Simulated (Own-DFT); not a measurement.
## Calculated data, InGa₃P₄ (zincblende random alloy, strained, atoms displaced)

All values are calculated (Own-DFT development build). A calculation, not a measurement: plane-wave PBE density functional theory by an unreviewed code, no spin, of a simulated periodic cell, stress positive in tension, free energy of the whole cell less one offset for each atom, forces on such cells passed a denser k mesh, this cell's mesh not checked; offsets are fitted by least squares, one for each functional and potential file, so energies compare only between cells with the same atoms and settings and are not formation energies; the far tail of each file's local potential was reset to the Coulomb form; each entry is a single point on an unrelaxed cell, so the pressure reflects the starting lattice, mostly measured values, from which strain is counted, and rises with the displacements; printed positions are rounded, which can move forces by about a meV/angstrom; the program is a retired in-house code; no spin-orbit coupling; before rounding, a Quantum ESPRESSO 7.3.1 run of the same cell and cutoff gave forces within 1 meV/angstrom rms on each cell, which checks the program and not the settings.

InGa₃P₄ (zincblende random alloy, strained, atoms displaced)

```
InGa3P4
1.0
     11.3066     0.0000     0.0000
      0.0000    11.3066     0.0000
      0.0000     0.0000    10.8940
Ga In Ga P Ga In Ga In P Ga In Ga P Ga P Ga P Ga In Ga P Ga In Ga P In Ga In P
1 1 2 4 1 1 1 1 4 1 1 2 4 4 4 4 4 1 1 2 4 1 1 2 4 1 2 1 4
Direct
  0.99996 0.99942 0.99735
  0.99593 0.25337 0.24763
  0.24635 0.99620 0.24600
  0.24905 0.25257 0.99961
  0.13139 0.11738 0.12815
  0.12333 0.37025 0.36969
  0.37979 0.12306 0.38277
  0.37633 0.37281 0.11278
  0.99147 0.99615 0.50531
  0.99123 0.24667 0.74895
  0.24144 0.99653 0.75086
  0.24969 0.24942 0.50562
  0.13180 0.12362 0.62517
  0.12130 0.37062 0.87600
  0.38321 0.12173 0.88137
  0.36945 0.37077 0.62774
  0.00425 0.50564 0.99377
  0.00026 0.74222 0.24671
  0.24846 0.49291 0.25779
  0.24956 0.75292 0.00142
  0.12855 0.62233 0.13792
  0.12260 0.88166 0.37858
  0.36923 0.62990 0.37211
  0.37547 0.87519 0.12363
  0.00226 0.49891 0.49848
  0.00324 0.75002 0.75457
  0.25120 0.49943 0.75411
  0.24996 0.74673 0.49999
  0.12145 0.62078 0.62002
  0.12203 0.87619 0.87525
  0.37665 0.62204 0.87959
  0.37396 0.87885 0.61671
  0.49682 0.00126 0.00720
  0.49913 0.24797 0.24071
  0.75359 0.99434 0.24754
  0.74734 0.24942 0.99986
  0.63046 0.12868 0.12340
  0.62908 0.37411 0.37429
  0.87723 0.12154 0.37616
  0.86790 0.36951 0.12356
  0.50368 0.99778 0.49849
  0.49759 0.25620 0.74727
  0.75379 0.99898 0.75182
  0.75054 0.24222 0.49795
  0.62506 0.13517 0.62281
  0.62670 0.37333 0.87447
  0.87681 0.12363 0.87106
  0.87162 0.37531 0.62968
  0.50200 0.50048 0.00320
  0.49328 0.74613 0.24802
  0.75554 0.49959 0.24984
  0.75324 0.75255 0.99818
  0.62450 0.61819 0.11777
  0.61715 0.87325 0.37749
  0.88781 0.62540 0.37556
  0.88053 0.87330 0.11714
  0.49951 0.50151 0.50181
  0.50177 0.74049 0.75118
  0.75521 0.49807 0.75564
  0.76008 0.74707 0.50562
  0.62401 0.62224 0.62328
  0.62378 0.87744 0.87200
  0.87605 0.61899 0.87369
  0.87212 0.88091 0.62245
```

```
functional                        : PBE
potential files                   : PseudoDojo norm-conserving, scalar-relativistic, standard set
wave cutoff                       : 42 hartree
occupations                       : Fermi-Dirac
smearing width                    : 0.1 eV
k mesh                            : 3 x 3 x 3 centred on Gamma
free energy of cell above offsets : -30.011 eV
pressure                          : 2.85 GPa
stress xx                         : -2.2 GPa
stress yy                         : -2.19 GPa
stress zz                         : -4.16 GPa
stress yz                         : 0.38 GPa
stress xz                         : 0.04 GPa
stress xy                         : -0.49 GPa
```

Force:
```tsv
element	x (eV/Å)	y (eV/Å)	z (eV/Å)
Ga	0.201	0.473	0.106
In	0.216	-1.239	-0.483
Ga	0.836	-0.006	1.04
Ga	0.013	-0.878	-0.251
P	-0.332	0.438	-1.261
P	0.386	1.665	1.146
P	0.398	-0.522	-1.922
P	-0.195	0.325	1.36
Ga	1.238	0.8	-0.482
In	1.585	0.213	-0.654
Ga	1.291	0.23	-0.023
In	-0.061	-0.09	-1.391
P	-1.772	-1.829	0.618
P	0.937	1.042	0.52
P	-1.78	-0.368	-0.083
P	-0.521	2.501	0.499
Ga	0.09	-0.656	0.965
In	0.429	2.316	0.245
Ga	0.649	0.141	-0.662
Ga	-0.061	-0.396	0.083
P	1.516	-1.378	-2.596
P	0.419	-0.261	0.337
P	-1.531	-1.437	0.753
P	-1.158	0.872	-0.73
Ga	-0.172	-0.707	0.122
Ga	-0.413	-0.19	-0.663
Ga	-0.37	-0.101	-0.113
Ga	-0.434	0.691	-0.02
P	0.608	0.441	0.823
P	0.213	-0.484	0.2
P	-0.307	0.274	-0.165
P	-0.017	-0.762	1.101
Ga	0.806	-0.045	-0.26
Ga	0.057	0.112	0.764
Ga	-0.402	0.154	0.209
Ga	0.186	-0.1	-0.498
P	-0.319	-0.932	0.259
P	0.343	-0.66	-0.866
P	-0.866	-0.808	0.568
P	-0.188	1.695	-1.326
Ga	0.042	0.633	0.395
In	0.209	-0.856	0.827
Ga	-0.796	0.47	-0.259
Ga	0.133	0.755	-0.18
P	0.848	-2.201	-0.434
P	0.785	1.195	0.964
P	-1.562	-1.374	2.014
P	-0.706	0.949	-1.945
Ga	0.026	-0.533	-0.75
In	1.22	0.06	-0.562
Ga	-0.356	-0.012	0.144
Ga	-0.504	-0.256	-0.393
P	1.289	0.367	0.393
P	1.404	0.762	-0.316
P	-1.727	-2.307	0.557
P	-1.049	0.603	-0.067
In	-0.685	-0.686	-0.69
Ga	-0.27	0.937	-0.267
Ga	-0.869	-0.084	-0.437
In	-1.231	-0.208	-0.977
P	0.929	0.235	2.165
P	-0.031	-0.341	0.329
P	0.134	1.122	0.143
P	1.247	0.238	2.082
```
